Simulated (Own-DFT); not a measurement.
# What it costs to cut wurtzite AlN, m plane (10-10)

Everything here is calculated. The program is Own-DFT (plane waves, in-house, since retired, never reviewed by a person); positions were held fixed, and spin and spin-orbit coupling were off.

Caveats (not all hold for every row): some atoms lie very close together; forces not confirmed at this smearing and k mesh; k mesh not checked against a denser one.

Both sets of runs: PBE; PseudoDojo norm-conserving scalar-relativistic files; cutoff 42 hartree; Gaussian smearing of 0.01 eV. The slab has 128 atoms in 16 layers, two equal faces of 62.02 Å² as cut, 15 Å of vacuum, a dipole correction along the normal and a 6 x 3 x 1 mesh. The bulk cell has 72 atoms, the same measured lattice constants and a 4 x 4 x 3 mesh. In the slab only the 32 atoms nearest the faces were moved at random; u is their rms move along one axis. Energies are counted from -174.06 eV for each atom.

| slab run | u (Å) | E (eV, cell) |
|---|---|---|
| 1 | 0.0435 | 20.622 |
| 2 | 0.0457 | 21.364 |
| 3 | 0.0486 | 21.059 |
| 4 | 0.0488 | 20.903 |
| 5 | 0.0517 | 21.383 |
| 6 | 0.0581 | 22.805 |
| 7 | 0.0960 | 26.463 |
| 8 | 0.0961 | 26.421 |
| 9 | 0.0975 | 27.726 |
| 10 | 0.0992 | 27.171 |
| 11 | 0.1046 | 28.922 |
| 12 | 0.1079 | 29.335 |

```
bulk run,u (Å),E (meV/atom)
1,0.0192,-3.52
2,0.0200,-1.32
3,0.0211,-0.64
4,0.0903,267.44
5,0.0905,241.47
6,0.0941,248.09
7,0.0974,304.59
8,0.1004,343.16
9,0.1013,320.64
10,0.1065,366.83
```

Q: what is the energy of the unrelaxed surface?

## Answer

Take each set to u = 0 with E = a + b u². Residuals are scaled by 1/(u² + 0.0006 Å²) to tame the large moves. Slab: a = 19.20 ± 0.19 eV. Bulk: a = -15.2 ± 1.0 meV/atom. The excess is 19.20 - 128 x (-0.0152) = 21.15 ± 0.23 eV. Over two faces that is 171 meV/Å², or 2.73 ± 0.03 J/m². Relaxing the faces would lower the energy, and the unlike meshes and the reach from the smallest u down to zero add errors that aren't counted here.
